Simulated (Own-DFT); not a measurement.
# Point defects and the pressure they add: C11b WSi2

Source: density functional calculations with Own-DFT, an unreviewed in-house program that is no longer used. Nothing was measured or relaxed, and spin and spin-orbit coupling are left out.

Settings: PBE; PseudoDojo norm-conserving scalar-relativistic files; cutoff 50 hartree; 5 x 5 x 5 k mesh centred on Gamma; cold (Marzari-Vanderbilt) smearing of 0.2 eV.

Caveats: forces on such cells failed a check on a denser k mesh; stress not checked against mesh or cutoff.

All runs share one cell, with vectors in Å (-2.148, -5.953, 3.409); (-6.444, 2.976, 1.136); (-2.553, -2.948, -6.757) and a volume of 403.2 Å³. u is the rms random offset of the atoms per axis. The defect's site can differ from row to row.

```
cell,formula,u (Å),P (GPa)
no defect,Si20W10,0.0187,4.53
no defect,Si20W10,0.0507,6.13
no defect,Si20W10,0.0561,6.31
one Si on a W site,Si21W9,0.0309,?
one Si on a W site,Si21W9,0.0333,6.57
one Si on a W site,Si21W9,0.0486,7.02
one Si on a W site,Si21W9,0.0495,6.84
one W vacancy,Si20W9,0.0285,3.26
one W vacancy,Si20W9,0.0437,4.08
one W vacancy,Si20W9,0.0556,4.45
one Si vacancy,Si19W10,0.0299,3.44
one Si vacancy,Si19W10,0.0315,3.23
one Si vacancy,Si19W10,0.0498,4.34
one W on a Si site,Si19W11,0.0268,9.83
one W on a Si site,Si19W11,0.0292,10.26
one W on a Si site,Si19W11,0.0566,10.68
```

## Working it out

P = P0 + c u² + a shift for each defect gives P0 = 4.67 GPa, c = 488 ± 71 GPa/Å² and a scatter of 0.26 GPa. The shifts, and each times the cell's volume:

- one W on a Si site: 4.81 ± 0.22 GPa, 12.1 eV
- one Si on a W site: 1.18 ± 0.21 GPa, 3.0 eV
- one W vacancy: -1.68 ± 0.21 GPa, -4.2 eV
- one Si vacancy: -1.71 ± 0.22 GPa, -4.3 eV

A positive shift means that the defect pushes the cell outwards. Shift times volume (160.2 GPa Å³ is 1 eV) depends little on the cell's size, so, taken for each site, it can be compared between cells at like pressure. The atoms around the defects weren't relaxed, which would change these numbers.

## Test on the hidden row

Asked: what pressure belongs in the blank (one Si on a W site, u = 0.0309 Å)?

The fitted form gives 6.31 ± 0.31 GPa. The run itself gave 6.18 GPa.
